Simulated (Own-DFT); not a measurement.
# What a defect does to the pressure of its cell: wurtzite GaN

Calculated, not measured: single-point runs of Own-DFT, a retired in-house plane-wave DFT program that no person has reviewed, on unrelaxed cells, without spin or spin-orbit coupling.

Common settings: PBE; PseudoDojo norm-conserving scalar-relativistic files; cutoff 42 hartree; 4 x 4 x 3 k mesh centred on Gamma; Fermi-Dirac smearing of 0.1 eV.

Keep in mind (not all hold for every row): not probed for a lower state with spin; forces not confirmed at this smearing and k mesh; stress not checked against mesh or cutoff.

All runs share one cell, with vectors in Å (9.567, 0.000, 0.000); (-4.784, 8.285, 0.000); (0.000, 0.000, 10.370) and a volume of 822.0 Å³. The atoms are randomly displaced, by u rms on each axis. The defect's site can differ from row to row.

| cell | formula | u (Å) | P (GPa) |
|---|---|---|---|
| no defect | Ga36N36 | 0.0202 | 5.89 |
| no defect | Ga36N36 | 0.0203 | 5.87 |
| no defect | Ga36N36 | 0.0517 | 7.61 |
| one N on a Ga site | Ga35N37 | 0.0281 | ? |
| one N on a Ga site | Ga35N37 | 0.0304 | 5.37 |
| one N on a Ga site | Ga35N37 | 0.0520 | 6.67 |
| one N on a Ga site | Ga35N37 | 0.0526 | 6.89 |
| one Ga on an N site | Ga37N35 | 0.0280 | 12.06 |
| one Ga on an N site | Ga37N35 | 0.0296 | 11.98 |
| one Ga on an N site | Ga37N35 | 0.0488 | 13.42 |

## Worked fit

P = P0 + c u² + a shift for each defect gives P0 = 5.53 GPa, c = 797 ± 37 GPa/Å² and a scatter of 0.10 GPa. The shifts, and each times the cell's volume:

- one Ga on an N site: 5.89 ± 0.08 GPa, 30.2 eV
- one N on a Ga site: -0.92 ± 0.09 GPa, -4.7 eV

Against the defect-free cell, a freed cell would be larger where the shift is positive and smaller where it is negative (160.2 GPa Å³ is 1 eV). The atoms around the defects weren't relaxed, which would change these numbers.

## Test on the hidden row

Asked: what pressure belongs in the blank (one N on a Ga site, u = 0.0281 Å)?

The fitted form gives 5.24 ± 0.12 GPa. DFT gave 5.41 GPa.
